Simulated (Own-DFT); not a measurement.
Simulation results for Si$_{3}$N$_{4}$ (beta silicon nitride, strained, atoms displaced), SiC (4H silicon carbide, atoms displaced)

All values are calculated (Own-DFT development build). A calculation, not a measurement: plane-wave PBE density functional theory by an unreviewed code, no spin, of a simulated periodic cell, stress positive in tension, free energy of the whole cell less one offset for each atom, forces on such cells passed a denser k mesh, this cell's mesh not checked; offsets are fitted by least squares, one for each functional and potential file, so energies compare only between cells with the same atoms and settings and are not formation energies; the far tail of each file's local potential was reset to the Coulomb form; each entry is a single point on an unrelaxed cell, so the pressure reflects the starting lattice, mostly measured values (interpolated for alloys), from which strain is counted, and rises with the displacements; printed positions are rounded, which can move forces by about a meV/angstrom; the program, named Own-DFT, is a retired in-house code; no spin-orbit coupling.

Common to all runs: functional PBE; potential files PseudoDojo norm-conserving, scalar-relativistic, standard set; wave cutoff 42 hartree; occupations Fermi-Dirac; smearing width 0.1 eV; k mesh 3 x 3 x 3 centred on Gamma.

(1) 
```cif
# cell vector a (Å): 7.7530 0.0805 -0.1268
# cell vector b (Å): -3.8068 6.4688 0.1646
# cell vector c (Å): -0.1455 0.1341 8.8498
data_Si3N4
_symmetry_space_group_name_H-M 'P 1'
_symmetry_Int_Tables_number 1
_cell_length_a 7.7545
_cell_length_b 7.5076
_cell_length_c 8.8520
_cell_angle_alpha 87.518
_cell_angle_beta 91.870
_cell_angle_gamma 119.893
_cell_volume 446.32
loop_
_atom_site_label
_atom_site_type_symbol
_atom_site_fract_x
_atom_site_fract_y
_atom_site_fract_z
_atom_site_occupancy
Si1 Si 0.17438 0.77153 0.08935 1
Si2 Si 0.22851 0.40380 0.09303 1
Si3 Si 0.59483 0.82912 0.07439 1
Si4 Si 0.81666 0.23147 0.24478 1
Si5 Si 0.75823 0.59943 0.24508 1
Si6 Si 0.40841 0.17519 0.25693 1
N1 N 0.31647 0.03311 0.07951 1
N2 N 0.97226 0.31534 0.08532 1
N3 N 0.68983 0.66382 0.08393 1
N4 N 0.67064 0.98226 0.24944 1
N5 N 0.03227 0.69659 0.24752 1
N6 N 0.29942 0.33184 0.25847 1
N7 N 0.33745 0.67688 0.08233 1
N8 N 0.67750 0.34827 0.24646 1
Si7 Si 0.17557 0.77048 0.42653 1
Si8 Si 0.23903 0.40447 0.42085 1
Si9 Si 0.60133 0.83990 0.41417 1
Si10 Si 0.83201 0.22760 0.58164 1
Si11 Si 0.76258 0.59681 0.58601 1
Si12 Si 0.40276 0.16966 0.57622 1
N9 N 0.33067 0.02391 0.42517 1
N10 N 0.95130 0.28282 0.41248 1
N11 N 0.70841 0.66643 0.42018 1
N12 N 0.66591 0.97855 0.58070 1
N13 N 0.03760 0.70182 0.57800 1
N14 N 0.30380 0.32536 0.59081 1
N15 N 0.31826 0.66036 0.41960 1
N16 N 0.66985 0.34700 0.58449 1
Si13 Si 0.16827 0.77634 0.76315 1
Si14 Si 0.22431 0.39447 0.74584 1
Si15 Si 0.59039 0.81885 0.74656 1
Si16 Si 0.82835 0.22491 0.92122 1
Si17 Si 0.76818 0.60401 0.91325 1
Si18 Si 0.40163 0.15807 0.91624 1
N17 N 0.33362 0.02666 0.74502 1
N18 N 0.96368 0.29193 0.73877 1
N19 N 0.70357 0.66227 0.74866 1
N20 N 0.67677 0.97618 0.91118 1
N21 N 0.02911 0.70052 0.91539 1
N22 N 0.30174 0.33373 0.91865 1
N23 N 0.33180 0.66888 0.75644 1
N24 N 0.66543 0.32614 0.92313 1
_calc_free_energy_of_cell_above_offsets '-2.607'  # eV
_calc_pressure 2.86  # GPa
_calc_stress_xx 5.4  # GPa
_calc_stress_yy -11.33  # GPa
_calc_stress_zz -2.66  # GPa
_calc_stress_yz 5.59  # GPa
_calc_stress_xz -3.75  # GPa
_calc_stress_xy 4  # GPa
```

Force:
| element | x (eV/Å) | y (eV/Å) | z (eV/Å) |
| --- | --- | --- | --- |
| Si | -0.305 | -1.158 | -0.353 |
| Si | -0.029 | 0.916 | -2.804 |
| Si | -1.174 | -0.205 | 1.749 |
| Si | 1.489 | 3.421 | 0.712 |
| Si | 3.821 | 0.872 | 2.847 |
| Si | 0.773 | 0.454 | -1.619 |
| N | 0.664 | -0.205 | 3.244 |
| N | 0.634 | -1.033 | -0.17 |
| N | -0.835 | 1.477 | -2.621 |
| N | -0.395 | -3.725 | -2.252 |
| N | -1.479 | 0.456 | 1.299 |
| N | 1.082 | -0.73 | 0.117 |
| N | 0.394 | -0.753 | 0.273 |
| N | -2.451 | -3.251 | 0.275 |
| Si | -1.039 | -2.257 | -2.71 |
| Si | -3.133 | -0.587 | 0.246 |
| Si | -0.536 | -2.529 | 0.947 |
| Si | -3.072 | 2.402 | -1.85 |
| Si | 3.96 | 0.365 | -0.202 |
| Si | 2.609 | 1.987 | 2.9 |
| N | 0.309 | 1.95 | -2.426 |
| N | 3.084 | 1.391 | 0.287 |
| N | -3.801 | 2.728 | -2.747 |
| N | 0.003 | -3.454 | 0.174 |
| N | -2.767 | -0.491 | 3.995 |
| N | -1.234 | 0.458 | -1.4 |
| N | 3.639 | 1.312 | -0.225 |
| N | 0.606 | -4.5 | -0.269 |
| Si | 2.153 | -2.228 | -4.374 |
| Si | -0.704 | 1.519 | 1.774 |
| Si | -1.153 | 0.399 | -0.014 |
| Si | -0.715 | 3.724 | -1.881 |
| Si | 2.201 | -3.171 | 2.79 |
| Si | -0.088 | 4.037 | -1.664 |
| N | -0.201 | 1.437 | 1.527 |
| N | 1.895 | 0.67 | 3.555 |
| N | -2.988 | 2.511 | -0.897 |
| N | 0.119 | -3.113 | -0.413 |
| N | -1.502 | -0.042 | 2.258 |
| N | 0.04 | -0.944 | 0.571 |
| N | 0.24 | -0.702 | -0.374 |
| N | -0.115 | 0.595 | -0.275 |

(2) 
```cif
# cell vector a (Å): 7.5477 0.0970 0.0767
# cell vector b (Å): -3.6899 6.6406 -0.0600
# cell vector c (Å): 0.0880 -0.0286 8.5929
data_Si3N4
_symmetry_space_group_name_H-M 'P 1'
_symmetry_Int_Tables_number 1
_cell_length_a 7.5487
_cell_length_b 7.5971
_cell_length_c 8.5934
_cell_angle_alpha 90.904
_cell_angle_beta 88.834
_cell_angle_gamma 118.325
_cell_volume 433.71
loop_
_atom_site_label
_atom_site_type_symbol
_atom_site_fract_x
_atom_site_fract_y
_atom_site_fract_z
_atom_site_occupancy
Si1 Si 0.17512 0.76751 0.07799 1
Si2 Si 0.22639 0.40605 0.08620 1
Si3 Si 0.58286 0.82030 0.08038 1
Si4 Si 0.81114 0.22685 0.25118 1
Si5 Si 0.76006 0.58496 0.26196 1
Si6 Si 0.40616 0.17527 0.25843 1
N1 N 0.32444 0.02475 0.07545 1
N2 N 0.96920 0.29860 0.07934 1
N3 N 0.70094 0.66558 0.08187 1
N4 N 0.67115 0.97127 0.25850 1
N5 N 0.03541 0.69851 0.24609 1
N6 N 0.28923 0.32467 0.24632 1
N7 N 0.35184 0.67259 0.08084 1
N8 N 0.64665 0.33026 0.24569 1
Si7 Si 0.16122 0.77459 0.41298 1
Si8 Si 0.21395 0.39703 0.42492 1
Si9 Si 0.59405 0.83184 0.42199 1
Si10 Si 0.82984 0.23517 0.58556 1
Si11 Si 0.76901 0.60159 0.58082 1
Si12 Si 0.40622 0.16490 0.57923 1
N9 N 0.32081 0.02327 0.41706 1
N10 N 0.97458 0.30481 0.41349 1
N11 N 0.70491 0.65974 0.40996 1
N12 N 0.66212 0.96283 0.58471 1
N13 N 0.01667 0.69992 0.58132 1
N14 N 0.29877 0.32919 0.58058 1
N15 N 0.34186 0.66247 0.41758 1
N16 N 0.66541 0.33408 0.58084 1
Si13 Si 0.17647 0.75487 0.74099 1
Si14 Si 0.22935 0.40061 0.75037 1
Si15 Si 0.59498 0.82845 0.75630 1
Si16 Si 0.83453 0.23264 0.91921 1
Si17 Si 0.77863 0.58510 0.91699 1
Si18 Si 0.42073 0.18221 0.91539 1
N17 N 0.33160 0.01435 0.74383 1
N18 N 0.97593 0.30563 0.75239 1
N19 N 0.68866 0.66754 0.75379 1
N20 N 0.67025 0.97649 0.92283 1
N21 N 0.01960 0.69858 0.91911 1
N22 N 0.30114 0.32763 0.91117 1
N23 N 0.34811 0.67332 0.75477 1
N24 N 0.66373 0.33140 0.92528 1
_calc_free_energy_of_cell_above_offsets '-2.624'  # eV
_calc_pressure 10.37  # GPa
_calc_stress_xx -13.19  # GPa
_calc_stress_yy -3.41  # GPa
_calc_stress_zz -14.5  # GPa
_calc_stress_yz -0.95  # GPa
_calc_stress_xz 1.52  # GPa
_calc_stress_xy -2.75  # GPa
```

Force:
| element | x (eV/Å) | y (eV/Å) | z (eV/Å) |
| --- | --- | --- | --- |
| Si | 0.653 | 0.932 | -0.064 |
| Si | 1.811 | 0.492 | -1.135 |
| Si | 5.594 | 2.696 | 1.596 |
| Si | 1.116 | 0.396 | -0.437 |
| Si | 2.858 | -0.227 | -9.132 |
| Si | -3.099 | -1.954 | -3.381 |
| N | 0.467 | 0.925 | 1.651 |
| N | -0.2 | 0.504 | 2.331 |
| N | -0.268 | 0.228 | 1.45 |
| N | -0.233 | 0.166 | -1.583 |
| N | -1.872 | -1.303 | 0.18 |
| N | 0.297 | -0.381 | 1.87 |
| N | -6.233 | -4.094 | -0.095 |
| N | 4.003 | 0.362 | 0.709 |
| Si | 3.297 | -1.617 | 0.328 |
| Si | 4.366 | 3.139 | -2.62 |
| Si | 0.247 | -2.918 | -1.509 |
| Si | -0.835 | -1.25 | -0.323 |
| Si | -1.941 | -2.224 | 1.688 |
| Si | -0.337 | 0.989 | 1.987 |
| N | 0.148 | 0.659 | -0.566 |
| N | -4.391 | -1.972 | 0.477 |
| N | -4.864 | 3.827 | 6.387 |
| N | 0.998 | 3.26 | 1.501 |
| N | 2.757 | 0.836 | 0.279 |
| N | 0.752 | -1.114 | 0.537 |
| N | -2.824 | 0.234 | 0.327 |
| N | 0.112 | -0.103 | 0.202 |
| Si | -1.478 | 1.603 | 1.599 |
| Si | 1.819 | 1.985 | 0.151 |
| Si | 0.253 | 0.905 | 0.071 |
| Si | -2.192 | -1.222 | -0.456 |
| Si | -5.444 | 0.353 | 0.257 |
| Si | -2.326 | -3.325 | -0.582 |
| N | -0.202 | 1.851 | 0.442 |
| N | -0.925 | -0.314 | -0.993 |
| N | 2.733 | -1.202 | -0.301 |
| N | 0.339 | 0.299 | -0.868 |
| N | 4.846 | 1.313 | -1.892 |
| N | -0.479 | 0.097 | 1.133 |
| N | -2.307 | -3.299 | -0.319 |
| N | 2.984 | 0.466 | -0.897 |

(3) 
```cif
# cell vector a (Å): 12.3308 0.0000 0.0000
# cell vector b (Å): -6.1654 10.6788 0.0000
# cell vector c (Å): 0.0000 0.0000 10.0681
data_SiC
_symmetry_space_group_name_H-M 'P 1'
_symmetry_Int_Tables_number 1
_cell_length_a 12.3308
_cell_length_b 12.3308
_cell_length_c 10.0681
_cell_angle_alpha 90.000
_cell_angle_beta 90.000
_cell_angle_gamma 120.000
_cell_volume 1325.75
loop_
_atom_site_label
_atom_site_type_symbol
_atom_site_fract_x
_atom_site_fract_y
_atom_site_fract_z
_atom_site_occupancy
Si1 Si 0.99546 0.99819 0.40244 1
Si2 Si 0.08296 0.16714 0.15660 1
C1 C 0.00058 0.99892 0.09857 1
C2 C 0.08407 0.16466 0.34520 1
Si3 Si 0.00259 0.25464 0.40573 1
Si4 Si 0.08164 0.41492 0.15366 1
C3 C 0.99519 0.24629 0.09262 1
C4 C 0.07950 0.41814 0.34049 1
Si5 Si 0.99799 0.49352 0.40466 1
Si6 Si 0.08024 0.66187 0.15395 1
C5 C 0.99976 0.50207 0.09222 1
C6 C 0.08224 0.66488 0.34743 1
Si7 Si 0.99973 0.74770 0.40453 1
Si8 Si 0.08264 0.91830 0.15348 1
C7 C 0.99630 0.74568 0.09252 1
C8 C 0.08443 0.92143 0.34565 1
Si9 Si 0.25152 0.00043 0.40683 1
Si10 Si 0.33619 0.16939 0.15820 1
C9 C 0.24573 0.99620 0.09730 1
C10 C 0.33165 0.16558 0.34077 1
Si11 Si 0.25105 0.24760 0.40569 1
Si12 Si 0.33876 0.41810 0.15599 1
C11 C 0.24839 0.24945 0.10047 1
C12 C 0.33272 0.41974 0.34757 1
Si13 Si 0.25234 0.49963 0.40929 1
Si14 Si 0.33598 0.66358 0.15873 1
C13 C 0.24688 0.49448 0.09385 1
C14 C 0.33042 0.66309 0.34592 1
Si15 Si 0.25049 0.75263 0.40570 1
Si16 Si 0.33518 0.92082 0.16287 1
C15 C 0.24751 0.74654 0.09192 1
C16 C 0.33201 0.91606 0.34728 1
Si17 Si 0.50279 0.00326 0.40527 1
Si18 Si 0.58170 0.16709 0.15515 1
C17 C 0.49684 0.99990 0.09880 1
C18 C 0.58269 0.16875 0.34521 1
Si19 Si 0.49843 0.25057 0.40918 1
Si20 Si 0.58347 0.41758 0.15355 1
C19 C 0.50067 0.24869 0.09015 1
C20 C 0.58392 0.41278 0.34619 1
Si21 Si 0.49825 0.50154 0.40618 1
Si22 Si 0.58699 0.66620 0.15730 1
C21 C 0.50614 0.49974 0.09281 1
C22 C 0.58322 0.66758 0.34549 1
Si23 Si 0.49655 0.75269 0.40605 1
Si24 Si 0.58163 0.91663 0.16202 1
C23 C 0.50075 0.75090 0.09076 1
C24 C 0.58207 0.91368 0.34636 1
Si25 Si 0.75137 0.99969 0.40245 1
Si26 Si 0.83663 0.16846 0.15371 1
C25 C 0.75275 0.00309 0.09094 1
C26 C 0.83123 0.16516 0.34503 1
Si27 Si 0.74640 0.24814 0.40817 1
Si28 Si 0.83163 0.41665 0.15739 1
C27 C 0.74648 0.24861 0.09540 1
C28 C 0.83622 0.41752 0.34785 1
Si29 Si 0.74911 0.49949 0.40724 1
Si30 Si 0.83539 0.67129 0.14754 1
C29 C 0.75244 0.50412 0.09919 1
C30 C 0.83314 0.66778 0.34448 1
Si31 Si 0.74986 0.75245 0.40541 1
Si32 Si 0.83432 0.91744 0.15796 1
C31 C 0.74873 0.74744 0.09589 1
C32 C 0.83389 0.91867 0.34051 1
Si33 Si 0.99808 0.99456 0.90601 1
Si34 Si 0.91439 0.83458 0.65216 1
C33 C 0.99860 0.99648 0.59524 1
C34 C 0.91556 0.83680 0.84660 1
Si35 Si 0.00376 0.75191 0.90948 1
Si36 Si 0.91691 0.58162 0.65612 1
C35 C 0.99695 0.74509 0.59603 1
C36 C 0.91960 0.58347 0.84371 1
Si37 Si 0.99898 0.50203 0.90015 1
Si38 Si 0.91411 0.33226 0.65786 1
C37 C 0.00286 0.49803 0.59304 1
C38 C 0.91062 0.32636 0.84186 1
Si39 Si 0.99936 0.24795 0.90623 1
Si40 Si 0.91355 0.07990 0.65169 1
C39 C 0.00188 0.25069 0.59776 1
C40 C 0.91406 0.08176 0.84042 1
Si41 Si 0.75293 0.00228 0.90402 1
Si42 Si 0.66737 0.83442 0.65132 1
C41 C 0.75192 0.00309 0.59761 1
C42 C 0.66606 0.83536 0.84739 1
Si43 Si 0.75198 0.74978 0.90339 1
Si44 Si 0.66456 0.57912 0.65750 1
C43 C 0.75301 0.75362 0.59907 1
C44 C 0.67172 0.58699 0.84273 1
Si45 Si 0.74588 0.49667 0.90815 1
Si46 Si 0.66780 0.33396 0.65897 1
C45 C 0.74973 0.50096 0.59577 1
C46 C 0.66254 0.32892 0.84670 1
Si47 Si 0.75322 0.25383 0.90798 1
Si48 Si 0.66723 0.08228 0.65531 1
C47 C 0.74796 0.24816 0.59733 1
C48 C 0.66477 0.08714 0.84385 1
Si49 Si 0.49982 0.00004 0.90229 1
Si50 Si 0.41994 0.83709 0.65772 1
C49 C 0.49781 0.99720 0.59915 1
C50 C 0.41628 0.83133 0.84707 1
Si51 Si 0.49788 0.74930 0.90578 1
Si52 Si 0.41760 0.58991 0.65291 1
C51 C 0.50007 0.74892 0.59232 1
C52 C 0.41505 0.58613 0.84513 1
Si53 Si 0.50114 0.49601 0.90543 1
Si54 Si 0.41570 0.33306 0.65824 1
C53 C 0.50118 0.49782 0.59149 1
C54 C 0.41760 0.33522 0.84692 1
Si55 Si 0.49961 0.25189 0.90792 1
Si56 Si 0.41556 0.08496 0.65990 1
C55 C 0.50104 0.25120 0.59093 1
C56 C 0.41278 0.08449 0.84851 1
Si57 Si 0.25322 0.00257 0.90515 1
Si58 Si 0.16737 0.83218 0.65453 1
C57 C 0.25198 0.00347 0.59828 1
C58 C 0.16482 0.82744 0.84758 1
Si59 Si 0.25215 0.75287 0.90843 1
Si60 Si 0.16294 0.57833 0.65374 1
C59 C 0.24689 0.75019 0.59476 1
C60 C 0.16947 0.59147 0.84754 1
Si61 Si 0.25211 0.50187 0.91147 1
Si62 Si 0.17319 0.33883 0.65354 1
C61 C 0.25189 0.50005 0.59445 1
C62 C 0.16733 0.33325 0.83846 1
Si63 Si 0.25150 0.24974 0.90637 1
Si64 Si 0.16515 0.08047 0.65697 1
C63 C 0.24991 0.25212 0.59006 1
C64 C 0.16586 0.08362 0.84350 1
_calc_hardware 'one NVIDIA H200'
_calc_free_energy_of_cell_above_offsets '-19.061'  # eV
_calc_pressure 3.75  # GPa
_calc_stress_xx -4.02  # GPa
_calc_stress_yy -3.66  # GPa
_calc_stress_zz -3.56  # GPa
_calc_stress_yz 0.23  # GPa
_calc_stress_xz 0.31  # GPa
_calc_stress_xy -0.54  # GPa
_calc_wall_time 533.6  # s
```

Force:
| element | x (eV/Å) | y (eV/Å) | z (eV/Å) |
| --- | --- | --- | --- |
| Si | 1.2 | 0.57 | 1.037 |
| Si | -0.072 | -0.378 | 0.447 |
| C | -0.629 | 0.446 | -1.297 |
| C | -0.81 | 0.786 | -0.112 |
| Si | -0.054 | -1.15 | 0.539 |
| Si | -0.428 | 0.188 | 0.01 |
| C | 1.363 | 1.094 | -0.19 |
| C | 2.107 | -0.529 | 0.188 |
| Si | -0.51 | 1.911 | 0.68 |
| Si | 0.313 | 1.227 | 0.876 |
| C | 0.03 | -1.644 | -0.501 |
| C | 0.26 | -0.2 | -0.885 |
| Si | -0.433 | 0.63 | 0.491 |
| Si | 0.49 | -1.053 | 1.224 |
| C | 0.793 | 1.364 | 0.264 |
| C | 0.391 | -1.3 | -0.306 |
| Si | -0.846 | 0.108 | 0.336 |
| Si | -0.499 | -1.112 | -0.786 |
| C | 0.799 | 1.398 | -0.771 |
| C | 0.914 | 0.321 | 1.135 |
| Si | -0.664 | 0.548 | -0.246 |
| Si | -0.937 | -0.282 | 0.401 |
| C | 0.717 | 0.431 | -1.394 |
| C | 0.95 | -0.992 | -0.925 |
| Si | -1.5 | 0 | -0.563 |
| Si | -1.255 | 0.28 | -0.731 |
| C | 0.861 | 0.679 | 0.648 |
| C | 0.08 | 0.887 | -0.026 |
| Si | -0.232 | -1.222 | 0.449 |
| Si | -0.624 | -1.69 | -1.264 |
| C | 0.592 | 0.747 | 1.428 |
| C | 0.633 | 0.703 | 0.079 |
| Si | -0.503 | -0.591 | 0.809 |
| Si | 0.378 | -0.299 | 0.402 |
| C | 0.74 | 0.174 | -0.821 |
| C | -0.127 | -0.336 | -0.175 |
| Si | 0.047 | -0.325 | -0.849 |
| Si | 1.295 | -0.653 | 1.29 |
| C | -0.613 | 0.699 | 0.89 |
| C | -1.123 | 0.912 | -0.716 |
| Si | 1.121 | -0.416 | -0.009 |
| Si | -1.043 | 0.264 | -0.158 |
| C | -1.504 | 0.251 | -0.122 |
| C | -0.39 | 0.23 | -0.06 |
| Si | 0.87 | -1.384 | 0.04 |
| Si | 0.479 | 0.195 | -1.713 |
| C | 0.41 | -0.457 | 1.244 |
| C | -0.163 | 1.151 | 0.111 |
| Si | -0.478 | 0.332 | 0.947 |
| Si | -1.65 | -0.789 | 0.855 |
| C | -0.369 | -0.648 | 0.834 |
| C | 0.259 | 0.531 | -0.29 |
| Si | 0.692 | 0.574 | -0.033 |
| Si | 0.506 | 0.111 | 0.227 |
| C | 0.713 | 0.593 | -0.161 |
| C | -1.159 | -0.762 | -0.467 |
| Si | 0.35 | 0.406 | -0.152 |
| Si | -0.066 | -0.997 | 2.381 |
| C | -0.33 | -0.96 | -1.239 |
| C | -0.173 | -0.06 | -0.529 |
| Si | 0.598 | -0.561 | 0.475 |
| Si | -0.448 | -0.166 | -1.249 |
| C | -0.034 | 1.246 | -1.017 |
| C | -0.426 | -0.642 | 0.8 |
| Si | -0.681 | 2.011 | 0.473 |
| Si | 1.541 | -0.696 | 1.388 |
| C | -0.309 | 0.819 | -1.104 |
| C | 1.342 | -1.553 | -0.865 |
| Si | -0.948 | -0.613 | -0.996 |
| Si | 0.084 | 0.048 | 0.114 |
| C | -0.022 | 1.258 | -0.575 |
| C | -1.689 | -0.031 | -0.026 |
| Si | 1.122 | -0.664 | 1.079 |
| Si | 0.809 | -0.387 | -0.539 |
| C | -1.336 | -0.628 | -0.067 |
| C | 1.007 | 1.888 | 0.687 |
| Si | 0.097 | -0.075 | -1.041 |
| Si | 1.194 | 1.247 | 1.044 |
| C | -0.171 | 0.154 | -1.021 |
| C | 1.056 | 0.183 | 0.467 |
| Si | -1.163 | -0.303 | 0.184 |
| Si | -0.058 | 0.039 | 1.694 |
| C | -0.492 | -1.108 | -1.887 |
| C | 0.242 | -0.58 | -0.998 |
| Si | -1.19 | 0.753 | 0.74 |
| Si | 0.066 | 1.276 | -0.414 |
| C | -1.031 | -1.276 | -1.526 |
| C | -0.719 | -1.37 | 0.374 |
| Si | 1.187 | 0.726 | -0.056 |
| Si | -0.387 | -0.192 | -0.365 |
| C | 0.537 | -0.564 | -0.188 |
| C | 0.188 | 1.071 | -0.214 |
| Si | -1.039 | -1.337 | 0.181 |
| Si | -0.709 | 0.359 | 0.88 |
| C | -0.047 | 0.284 | -0.772 |
| C | 0.902 | -0.457 | 0.152 |
| Si | -0.177 | 0.033 | 1.274 |
| Si | -0.789 | -1.765 | 0.284 |
| C | 0.147 | 1.422 | -1.195 |
| C | -0.255 | 0.953 | -0.71 |
| Si | 0.847 | 0.54 | 0.191 |
| Si | 0.972 | -1.803 | 1.134 |
| C | -0.355 | 1.424 | -0.247 |
| C | 1.205 | -0.836 | -0.316 |
| Si | -0.727 | 2.232 | -0.138 |
| Si | 0.099 | -0.045 | -0.742 |
| C | -0.952 | 0.714 | 0.822 |
| C | 0.135 | -0.797 | -0.593 |
| Si | 0.159 | -0.784 | -0.378 |
| Si | 0.546 | 0.113 | -0.185 |
| C | -0.175 | -0.278 | 1.567 |
| C | 1.423 | 0.417 | -0.793 |
| Si | -1.376 | -1.602 | 0.908 |
| Si | -0.981 | -0.015 | 0.941 |
| C | 0.033 | -0.873 | -0.909 |
| C | -0.04 | 2.163 | -0.866 |
| Si | -0.037 | -0.283 | 0.108 |
| Si | 0.702 | 1.664 | 1.192 |
| C | 1.543 | -0.32 | -0.478 |
| C | 0.521 | -2.274 | -0.935 |
| Si | -0.919 | -0.304 | -1.54 |
| Si | -0.931 | -1.558 | 0.398 |
| C | -0.366 | 0.785 | -0.396 |
| C | 0.111 | 0.359 | 1.554 |
| Si | -1.053 | 0.059 | 0.421 |
| Si | -0.563 | 0.979 | -0.241 |
| C | 0.711 | -0.777 | 0.83 |
| C | 0.298 | -0.212 | 0.454 |
